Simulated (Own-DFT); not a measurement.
## Calculated data, Si12O23 (quartz with two neutral oxygen vacancies, atoms displaced)

Computed with Own-DFT development build. A calculation, not a measurement: plane-wave PBE and HSE06 DFT by an unreviewed code, no spin, of a simulated cell at Gamma alone, so results move with cell size and shape, stress positive in tension, energies less offsets, not probed for a lower state with spin; oxygen file: force components 24 meV/angstrom off all-electron in a glass; k mesh not checked against a denser one; forces and stress are PBE's, HSE06 gives the energy alone, and its difference from PBE has offsets of its own; offsets are fitted by least squares, one for each functional and potential file, so energies compare only between cells with the same atoms and settings and are not formation energies; the far tail of each file's local potential was reset to the Coulomb form; each entry is a single point on an unrelaxed cell, so the pressure reflects the starting lattice, mostly measured values (interpolated for alloys), from which strain is counted, and rises with the displacements; printed positions are rounded, which can move forces by about a meV/angstrom; the program, named Own-DFT, is a retired in-house code; no spin-orbit coupling.

Common to all runs: first functional PBE; second functional HSE06; exact exchange share 0.25; screening 0.11 1/bohr; exchange divergence Gygi-Baldereschi; potential files PseudoDojo norm-conserving, scalar-relativistic, made for PBE, standard set; wave cutoff 48 hartree; occupations fixed; k mesh 1 x 1 x 1 centred on Gamma.

(1) Si12O23 (quartz with two neutral oxygen vacancies, atoms displaced)

```
Si12O23
1.0
      9.8268     0.0000     0.0000
     -4.9134     8.5103     0.0000
      0.0000     0.0000    10.8104
Si O Si O Si O Si O Si O Si O Si O Si O
3 6 3 6 3 5 3 6 3 6 3 6 3 5 3 6
Direct
  0.23021 0.00013 0.00191
  0.99976 0.23534 0.33106
  0.26866 0.26795 0.16455
  0.21015 0.13762 0.06077
  0.43063 0.29732 0.22575
  0.35824 0.06828 0.39513
  0.07915 0.36619 0.44400
  0.13067 0.20346 0.27402
  0.29254 0.42413 0.10261
  0.23342 0.00147 0.49687
  0.99700 0.23749 0.83545
  0.26544 0.26554 0.66539
  0.20951 0.13216 0.55397
  0.42215 0.28701 0.72585
  0.36615 0.07618 0.89574
  0.07740 0.36394 0.94114
  0.13178 0.21004 0.76750
  0.29224 0.42578 0.60702
  0.23091 0.49519 0.00372
  0.00156 0.73779 0.33131
  0.26249 0.76740 0.16554
  0.20127 0.63283 0.06229
  0.43160 0.79231 0.23100
  0.07702 0.86993 0.43853
  0.13098 0.70177 0.27413
  0.29037 0.92517 0.11035
  0.23030 0.49885 0.49429
  0.99860 0.73447 0.83126
  0.26519 0.76672 0.66587
  0.20559 0.62903 0.56473
  0.42801 0.79333 0.72623
  0.36917 0.57524 0.89154
  0.07429 0.86572 0.94018
  0.13326 0.70864 0.77429
  0.29863 0.93119 0.61024
  0.73742 0.99817 0.00547
  0.50015 0.23678 0.33380
  0.76006 0.26253 0.16337
  0.69835 0.13226 0.06251
  0.93182 0.29668 0.22760
  0.86571 0.07168 0.39507
  0.57306 0.36430 0.44174
  0.62664 0.19882 0.27131
  0.79428 0.42625 0.11149
  0.73705 0.99948 0.49343
  0.49699 0.23625 0.83363
  0.76066 0.25562 0.66306
  0.70963 0.13208 0.56020
  0.92471 0.29155 0.72908
  0.86814 0.07788 0.89306
  0.57207 0.36188 0.93467
  0.63637 0.20707 0.77481
  0.79450 0.42991 0.60957
  0.73426 0.49714 0.99721
  0.50072 0.73120 0.33253
  0.76427 0.75930 0.16751
  0.70959 0.63689 0.05585
  0.92408 0.79436 0.22711
  0.86181 0.56913 0.39342
  0.57228 0.86678 0.44189
  0.79482 0.93107 0.10729
  0.74002 0.50212 0.50337
  0.50096 0.73373 0.82978
  0.76528 0.76487 0.66599
  0.70556 0.63710 0.55925
  0.92697 0.79251 0.72386
  0.86721 0.57185 0.89609
  0.56914 0.86754 0.93683
  0.63443 0.70761 0.76722
  0.78998 0.92164 0.61053
```

```
PBE energy of cell above offsets : -21.133 eV
HSE06 less PBE above offsets     : 0.021 eV
PBE pressure                     : 7.54 GPa
PBE stress xx                    : -5.92 GPa
PBE stress yy                    : -8.31 GPa
PBE stress zz                    : -8.39 GPa
PBE stress yz                    : -1.29 GPa
PBE stress xz                    : -1.54 GPa
PBE stress xy                    : 0.42 GPa
```

Force:
```csv
element,x (eV/Å),y (eV/Å),z (eV/Å)
Si,1.768,0.133,-0.638
Si,0.483,-0.313,1.709
Si,-0.54,-0.69,2.195
O,-0.545,-0.678,-0.594
O,-0.359,0.298,-0.325
O,2.953,2.687,-3.643
O,-3.111,-4.086,-2.694
O,1.505,0.315,-0.984
O,1.007,0.339,1.526
Si,1.408,-1.603,3.225
Si,1.948,-0.452,-1.778
Si,-0.556,-0.853,-1.301
O,-1.898,2.412,1.819
O,0.414,0.659,-0.379
O,-0.375,-0.945,0.55
O,-1.121,0.037,0.579
O,-0.894,-0.596,1.314
O,-0.262,1.195,-1.161
Si,0.276,3.659,-2.423
Si,-0.213,-1.457,1.58
Si,2.554,-1.486,1.923
O,0.585,-1.111,-0.799
O,-3.489,0.693,-2.902
O,-1.542,-1.992,-0.855
O,0.056,0.081,-0.013
O,-0.942,2.103,-0.921
Si,4.911,4.251,1.78
Si,0.069,-0.048,0.416
Si,0.705,0.019,0.676
O,-0.847,0.148,-0.454
O,-0.775,0.329,-0.899
O,-1.103,-1.726,1.596
O,-0.9,-0.407,0.032
O,0.548,-0.34,-0.099
O,-0.932,0.567,-1.152
Si,-3.323,0.951,-3.885
Si,-0.072,-1.703,0.82
Si,1.328,0.25,2.917
O,1.037,-1.968,-1.905
O,-2.336,0.143,-1.596
O,2.095,1.744,-2.593
O,0.228,0.717,0.654
O,0.31,0.116,0.195
O,-1.229,1.737,-1.483
Si,-0.752,-1.777,4.439
Si,1.72,-2.69,-2.427
Si,-0.27,3.405,2.587
O,0.002,-1.654,-2.292
O,-1.056,0.646,-1.234
O,-0.773,-1.829,1.536
O,0.349,3.128,3.086
O,-1.181,-0.237,0.34
O,1.105,-1.438,1.083
Si,-0.395,-0.463,1.368
Si,2.002,-2.306,1.817
Si,-4.276,0.908,1.077
O,0.107,-1.114,-0.823
O,1.668,0.541,0.356
O,1.415,1.919,-1.762
O,-0.312,-0.565,-0.561
O,2.391,-1.867,2.541
Si,-2.424,-0.293,-0.069
Si,0.013,0.581,0.562
Si,0.585,-0.175,-0.273
O,0.689,-1.626,-1.399
O,0.587,0.147,0.326
O,0.807,0.475,-1.102
O,1.255,1.126,1.122
O,-0.819,-1.022,1.943
O,-1.262,3.049,-2.27
```

(2) Si12O23 (quartz with two neutral oxygen vacancies, atoms displaced)

```
Si12O23
1.0
      9.8268     0.0000     0.0000
     -4.9134     8.5103     0.0000
      0.0000     0.0000    10.8104
Si O Si O Si O Si O Si O Si O Si O Si O
3 6 3 6 3 4 3 6 3 6 3 6 3 6 3 6
Direct
  0.23010 0.00416 0.00051
  0.00904 0.23838 0.33170
  0.26195 0.26414 0.16357
  0.20855 0.13300 0.05682
  0.42646 0.29715 0.22521
  0.36662 0.07243 0.39151
  0.06999 0.36578 0.43687
  0.13545 0.20676 0.27107
  0.28616 0.41778 0.10149
  0.23024 0.99771 0.49747
  0.99659 0.23537 0.82807
  0.26611 0.26791 0.66144
  0.20931 0.13152 0.56581
  0.42563 0.29321 0.72976
  0.36246 0.07171 0.89552
  0.07395 0.37297 0.94009
  0.13571 0.20619 0.77092
  0.29487 0.42745 0.60583
  0.22894 0.49534 0.00465
  0.99621 0.73027 0.33523
  0.25416 0.75693 0.16912
  0.42151 0.79502 0.22554
  0.36678 0.57474 0.39342
  0.07860 0.86583 0.44554
  0.13471 0.70491 0.27675
  0.22598 0.49726 0.50101
  0.99977 0.74037 0.83109
  0.26243 0.76798 0.66372
  0.21130 0.63778 0.56368
  0.42826 0.79226 0.72169
  0.36373 0.57030 0.89450
  0.07740 0.86772 0.94031
  0.13469 0.70804 0.77774
  0.29330 0.93033 0.60853
  0.73261 0.99675 0.00180
  0.50930 0.23641 0.33126
  0.76623 0.26773 0.16745
  0.70724 0.12891 0.06037
  0.93432 0.30041 0.23307
  0.86451 0.07094 0.39389
  0.57468 0.36211 0.44046
  0.63508 0.20964 0.27299
  0.79421 0.42862 0.10589
  0.74218 0.00280 0.49988
  0.49957 0.23220 0.83700
  0.76775 0.26838 0.66668
  0.70685 0.12840 0.55504
  0.93329 0.29495 0.72811
  0.86588 0.07286 0.89634
  0.57197 0.36433 0.94001
  0.63011 0.20106 0.77437
  0.79258 0.43061 0.60810
  0.73590 0.50720 0.99637
  0.50405 0.73424 0.32818
  0.76674 0.76393 0.16646
  0.70905 0.63107 0.06046
  0.92627 0.79128 0.22672
  0.86835 0.57432 0.39201
  0.57456 0.86929 0.44020
  0.63275 0.70419 0.26662
  0.79184 0.92044 0.10325
  0.73089 0.50335 0.49792
  0.50437 0.73417 0.83625
  0.76499 0.76473 0.67343
  0.70945 0.63173 0.56027
  0.92667 0.79132 0.72900
  0.86699 0.57010 0.90032
  0.57413 0.86310 0.93804
  0.62718 0.69873 0.77524
  0.79091 0.92684 0.60658
```

```
PBE stress xx : withheld
```

Question: What PBE stress xx does the calculation give for Si12O23 (quartz with two neutral oxygen vacancies, atoms displaced) (entry 2)?
Answer: -9.24 GPa

Further results for Si12O23 (quartz with two neutral oxygen vacancies, atoms displaced) (entry 2):

```
PBE energy of cell above offsets : -19.856 eV
HSE06 less PBE above offsets     : -0.068 eV
PBE pressure                     : 8.36 GPa
PBE stress yy                    : -7.57 GPa
PBE stress zz                    : -8.26 GPa
PBE stress yz                    : -1.17 GPa
PBE stress xz                    : 1.42 GPa
PBE stress xy                    : 0.73 GPa
```

Force:
```csv
element,x (eV/Å),y (eV/Å),z (eV/Å)
Si,4.486,-3.923,0.945
Si,-2.114,-2.682,0.681
Si,2.301,-0.352,0.515
O,-2.847,2.564,1.53
O,1.006,-0.329,0.633
O,0.128,0.46,-0.332
O,-0.161,0.827,1.61
O,0.423,-0.932,0.545
O,1.385,0.201,1.412
Si,3.492,3.221,1.681
Si,4.195,-1.083,4.748
Si,1.287,-0.274,3.148
O,-0.527,-1.143,-2.071
O,0.084,0.181,-0.361
O,0.777,-0.036,-0.527
O,-1.802,-2.89,-1.953
O,-1.444,-0.093,0.724
O,-0.961,1.383,-1.064
Si,-1.166,5.062,-0.159
Si,1.486,2.715,-0.704
Si,1.352,0.794,-5.768
O,1.758,0.227,0.734
O,-0.453,-0.607,0.316
O,-3.005,-3.788,-2.485
O,-2.484,-1.093,2.858
Si,2.483,1.888,-0.392
Si,2.894,-2.549,3.418
Si,1.651,0.898,3.207
O,-0.669,-2.206,-2.115
O,0.446,-0.199,0.987
O,0.306,0.393,-0.017
O,-2.001,-1.138,-0.738
O,-0.112,-0.021,-0.633
O,-0.337,0.62,-0.436
Si,0.42,-0.182,-0.976
Si,-5.354,-0.892,0.485
Si,1.905,0.175,-1.058
O,-1.097,1.708,1.521
O,-2.258,0.017,-2.044
O,2.688,2.131,-2.625
O,-0.389,0.609,0.359
O,2.747,-0.854,-0.92
O,-0.104,-0.099,0.092
Si,-2.026,-2.337,-0.678
Si,-0.937,-0.038,-1.424
Si,-0.554,-1.592,-0.632
O,-1.507,3.584,2.569
O,-4.101,1.45,-4.091
O,0.592,0.602,-1.004
O,0.217,1.258,1.107
O,1.382,0.26,-0.765
O,0.329,-0.156,-0.085
Si,0.128,-4.525,1.691
Si,-2.679,1.142,1.884
Si,0.382,-0.196,-1.046
O,-1.929,1.912,0.88
O,0.771,0.408,0.479
O,-1.13,-2.32,1.196
O,0.449,-0.89,-1.066
O,-0.062,-0.767,0.925
O,0.364,0.621,0.469
Si,2.553,-2.015,-0.026
Si,-4.501,-1.594,-1.647
Si,-1.334,0.112,-2.387
O,-1.888,2.811,1.748
O,-1.818,1.084,-2.061
O,2.415,2.936,-3.785
O,-0.073,1.468,1.579
O,2.637,-0.266,-0.878
O,1.906,-1.66,2.274
```
